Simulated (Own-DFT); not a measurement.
# Same atoms, different arrangement: As32Ga32, 64 atoms

These are calculations, not measurements. The program, named Own-DFT, is a retired in-house plane-wave density functional code that no person has reviewed. Each row is one single-point run on a periodic cell that was not relaxed, without spin or spin-orbit coupling.

Settings of every run: PBE; PseudoDojo norm-conserving scalar-relativistic files; cutoff 42 hartree; 3 x 3 x 3 k mesh centred on Gamma; Fermi-Dirac smearing of 0.1 eV.

Known limits, some of them of some rows only: not probed for a lower state with spin; forces on such cells failed a check on a denser k mesh; forces not confirmed at this smearing and k mesh; stress not checked against mesh or cutoff.

All cells hold the same atoms in the same cell, with vectors in Å (11.307, 0.000, 0.000); (0.000, 11.307, 0.000); (0.000, 0.000, 11.307). Every atom was moved at random from its ideal site; u is the rms move along one axis. The defect's site can differ from row to row. E is the free energy of the cell above the lowest run. The arrangements:

- A: zincblende GaAs
- B: zincblende GaAs, with one As on a Ga site and one Ga on an As site, 2.4 Å apart

| arrangement | u (Å) | E (eV) | P (GPa) |
|---|---|---|---|
| A | 0.0191 | 0.000 | 3.51 |
| A | 0.0197 | 0.042 | 3.52 |
| A | 0.0202 | 0.017 | 3.51 |
| A | 0.0471 | 1.909 | 3.90 |
| A | 0.0487 | 1.928 | 3.92 |
| A | 0.0496 | 2.144 | 3.93 |
| B | 0.0277 | 2.994 | 3.89 |
| B | 0.0293 | 2.973 | 3.89 |
| B | 0.0319 | 3.200 | 3.94 |
| B | 0.0489 | 4.187 | 4.15 |
| B | 0.0496 | 4.784 | 4.34 |
| B | 0.0511 | 4.759 | 4.32 |

Question: once the cost of the random moves is taken out, how do the arrangements rank?

## Worked answer

Fit E = a + b u², with one b for all and one a for each arrangement, and with residuals divided by u², since the noise grows with the moves. Then b = 980 eV/Å², the scatter at u = 0.04 Å is 0.11 eV, and against A:

- B: 2.55 ± 0.04 eV (higher)

These are energies of unrelaxed cells. Relaxing the atoms lowers the strained arrangements most, so the gaps would shrink and small ones could change sign.
